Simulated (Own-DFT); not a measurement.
# Strain and stress in wurtzite GaN, 72 atoms (Ga36N36)

Everything here is calculated. The program is Own-DFT (plane waves, in-house, since retired, never reviewed by a person); positions were held fixed, and spin and spin-orbit coupling were off.

Method: PBE; PseudoDojo norm-conserving scalar-relativistic files; cutoff 42 hartree; 4 x 4 x 3 k mesh centred on Gamma; Fermi-Dirac smearing of 0.1 eV.

Known weak points: forces not confirmed at this smearing and k mesh; stress not checked against mesh or cutoff.

Unstrained cell vectors in Å: (9.567, 0.000, 0.000); (-4.784, 8.285, 0.000); (0.000, 0.000, 10.370). The unstrained cell has measured lattice constants (interpolated for alloys), not those of this functional. That, the random moves and any unrelaxed bonds set the pressure at no strain. In each run the cell takes a homogeneous strain; fractional positions stay. Random moves of width 0.05 Å per axis were added to every atom. Stress is counted positive in tension, P = -(s_xx + s_yy + s_zz)/3, and strain components are those of the symmetric tensor.

| run | e_xx (%) | e_yy (%) | e_zz (%) | e_yz (%) | e_xz (%) | e_xy (%) | s_xx (GPa) | s_yy (GPa) | s_zz (GPa) | s_yz (GPa) | s_xz (GPa) | s_xy (GPa) | P (GPa) | E (meV/atom) |
|---|---|---|---|---|---|---|---|---|---|---|---|---|---|---|
| 1 | 1.83 | -0.01 | -0.53 | -1.91 | -1.81 | -1.55 | -0.46 | -5.81 | -10.06 | -3.90 | -3.54 | -4.39 | 5.44 | 25.4 |
| 2 | 0.96 | -1.67 | -1.98 | 0.97 | 0.60 | -0.63 | -6.96 | -16.46 | -18.65 | 2.62 | 1.75 | -2.40 | 14.03 | 55.8 |
| 3 | -0.03 | -0.11 | -1.19 | 1.82 | -1.44 | 1.17 | -8.37 | -8.77 | -13.84 | 4.66 | -3.16 | 4.31 | 10.33 | 24.6 |
| 4 | -1.57 | -1.07 | 1.59 | 1.01 | 1.15 | 0.96 | -14.39 | -11.64 | -4.31 | 2.19 | 2.86 | 3.29 | 10.11 | 33.4 |
| 5 | 0.53 | -1.16 | -0.26 | -1.67 | 1.73 | 0.93 | -7.44 | -13.06 | -8.72 | -3.92 | 3.86 | 3.05 | 9.74 | 29.5 |
| 6 | -0.79 | -1.51 | -0.25 | -0.45 | 0.21 | -0.72 | -12.05 | -15.57 | -11.99 | -1.17 | 1.24 | -2.46 | 13.20 | 42.5 |
| 7 | -1.37 | -1.58 | -1.79 | 1.69 | -0.06 | 1.03 | -17.82 | -18.20 | -18.73 | 3.45 | -0.10 | 3.90 | 18.25 | 62.4 |
| 8 | 1.57 | -0.76 | -1.70 | 1.87 | -0.52 | -0.50 | -3.61 | -12.00 | -14.30 | 4.55 | -1.74 | -2.29 | 9.97 | 40.6 |
| 9 | -1.06 | -1.12 | 1.09 | -0.12 | -0.72 | -0.48 | -14.27 | -13.46 | -3.26 | -0.34 | -3.08 | -2.25 | 10.33 | 33.7 |
| 10 | 1.79 | -1.78 | 0.80 | 0.86 | 1.50 | 1.72 | -3.84 | -12.60 | -4.42 | 2.03 | 2.06 | 7.17 | 6.95 | 36.4 |
| 11 | 0.34 | 0.53 | 1.49 | -0.34 | 1.25 | -0.32 | -5.40 | -3.30 | -0.31 | -0.70 | 3.24 | -1.56 | 3.00 | 0.0 |
| 12 | 1.44 | -1.52 | 1.78 | -0.95 | -0.22 | 0.65 | -3.32 | -10.97 | 0.32 | -1.56 | -0.92 | 3.11 | 4.66 | 14.4 |
| 13 | -0.52 | -1.18 | 1.76 | 1.29 | 0.63 | -1.94 | -10.44 | -10.00 | -1.93 | 2.62 | 0.58 | -4.58 | 7.45 | 24.0 |
| 14 | 0.19 | 1.44 | 0.21 | -0.84 | -0.66 | 1.45 | -4.57 | -1.06 | -6.13 | -2.52 | -0.52 | 3.56 | 3.92 | 4.4 |
| 15 | -1.02 | -1.74 | -1.02 | 0.83 | 0.98 | 1.82 | -15.00 | -18.29 | -15.84 | 2.64 | 2.22 | 6.34 | 16.38 | 61.1 |
| 16 | -0.90 | 1.45 | 0.83 | 0.70 | -1.41 | -1.66 | -9.70 | -2.57 | -4.36 | 1.19 | -3.01 | -5.83 | 5.54 | 23.1 |
| 17 | 0.10 | -0.68 | -1.72 | 0.52 | -1.75 | 0.91 | ? | ? | ? | ? | ? | ? | ? | ? |

E is the free energy for each atom above the lowest run shown.

## Worked fit

Each stress component was fitted by least squares to a constant and the strains of the runs shown, as fractions, with shears doubled. Shear strains stay in the fit of a normal stress only where such slopes are resolved. The slopes, in GPa:

| stress | at no strain | per e_xx | per e_yy | per e_zz | scatter |
|---|---|---|---|---|---|
| s_xx | -7.9 | 405 ± 17 | 144 ± 19 | 47 ± 15 | 0.77 |
| s_yy | -7.9 | 112 ± 17 | 430 ± 18 | 126 ± 15 | 0.75 |
| s_zz | -8.3 | 96 ± 20 | 76 ± 22 | 465 ± 18 | 0.90 |

The slope of each shear stress on twice its own strain, from a fit on all six strains: yz 114 ± 5, xz 122 ± 9, xy 164 ± 9 GPa. These are stiffnesses along x, y and z of the frame in which the cell vectors are given, with the crystal's c axis along z: C11, C12, C13 and C33. Hexagonal symmetry asks that xx and yy behave alike, which is a second check on the noise. The atoms are held to the strained lattice; where symmetry lets them move under strain, relaxing them would lower some slopes. Slopes across the diagonal should nearly agree, so their difference gauges the noise. A ninth of the table's sum, 211 ± 4 GPa, estimates the bulk modulus near the mean pressure of these runs, 9.3 GPa, so it lies above the value at zero pressure.

## The run left out

Question: what normal stresses and pressure should run 17 give?

The fitted form gives s_xx = -9.3, s_yy = -12.8, s_zz = -16.7 and P = 12.9 GPa. The run itself gave -10.04, -11.11, -16.98 and P = 12.71 GPa.
